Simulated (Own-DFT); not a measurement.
# Strain and stress in wurtzite AlN, 72 atoms (Al36N36)

Calculated results; nothing here was measured. The program, named Own-DFT, is a retired in-house plane-wave density functional code that no person has reviewed. Each row is one single-point run on a periodic cell that was not relaxed, without spin or spin-orbit coupling.

Settings of every run: PBE; PseudoDojo norm-conserving scalar-relativistic files; cutoff 42 hartree; 4 x 4 x 3 k mesh centred on Gamma; Gaussian smearing of 0.01 eV.

Known limits: k mesh not checked against a denser one; stress not checked against mesh or cutoff.

Unstrained cell vectors in Å: (9.336, 0.000, 0.000); (-4.668, 8.085, 0.000); (0.000, 0.000, 9.964). The unstrained cell has measured lattice constants (interpolated for alloys), not those of this functional. That, the random moves and any unrelaxed bonds set the pressure at no strain. Each run strains this cell uniformly, with the atoms carried along. Every atom was also moved at random, by a Gaussian of width 0.05 Å on each axis. Strain is the symmetric tensor, in per cent. Stress is positive in tension, and the pressure is minus a third of its trace.

| run | e_xx (%) | e_yy (%) | e_zz (%) | s_xx (GPa) | s_yy (GPa) | s_zz (GPa) | P (GPa) | E (meV/atom) |
|---|---|---|---|---|---|---|---|---|
| 1 | -1.50 | -1.50 | 0.00 | -13.93 | -14.59 | -9.47 | 12.66 | 23.5 |
| 2 | -2.25 | -2.25 | 0.00 | -18.57 | -19.53 | -8.87 | 15.66 | 23.7 |
| 3 | 2.75 | 2.75 | 0.00 | 8.20 | 8.44 | -2.26 | -4.79 | 9.5 |
| 4 | -1.00 | -1.00 | 0.00 | -11.03 | -13.98 | -6.58 | 10.53 | 27.2 |
| 5 | -0.25 | -0.25 | 0.00 | -7.48 | -5.16 | -6.26 | 6.30 | 1.2 |
| 6 | 2.25 | 2.25 | 0.00 | 5.44 | 6.32 | -2.45 | -3.10 | 4.5 |
| 7 | -0.50 | -0.50 | 0.00 | -8.57 | -7.89 | -6.02 | 7.49 | 0.0 |
| 8 | -2.00 | -2.00 | 0.00 | -20.68 | -18.65 | -7.42 | 15.58 | 47.6 |
| 9 | -1.25 | -1.25 | 0.00 | ? | ? | ? | ? | ? |

E is the free energy for each atom above the lowest run shown.

## Worked fit

The change of volume is close to e_xx + e_yy + e_zz. A straight line through the runs shown gives P = 6.30 - 209 x (fractional change of volume) GPa, with an error of 7 on the slope and a scatter of 0.74 GPa. The strain isn't the same on all axes and the cell isn't cubic, so the slope belongs to this path and is not the bulk modulus.

## Withheld run

Question: what pressure should run 9 give? Its volume changes by -2.48 %.

The line gives 11.5 GPa. The calculation gave 11.85 GPa.
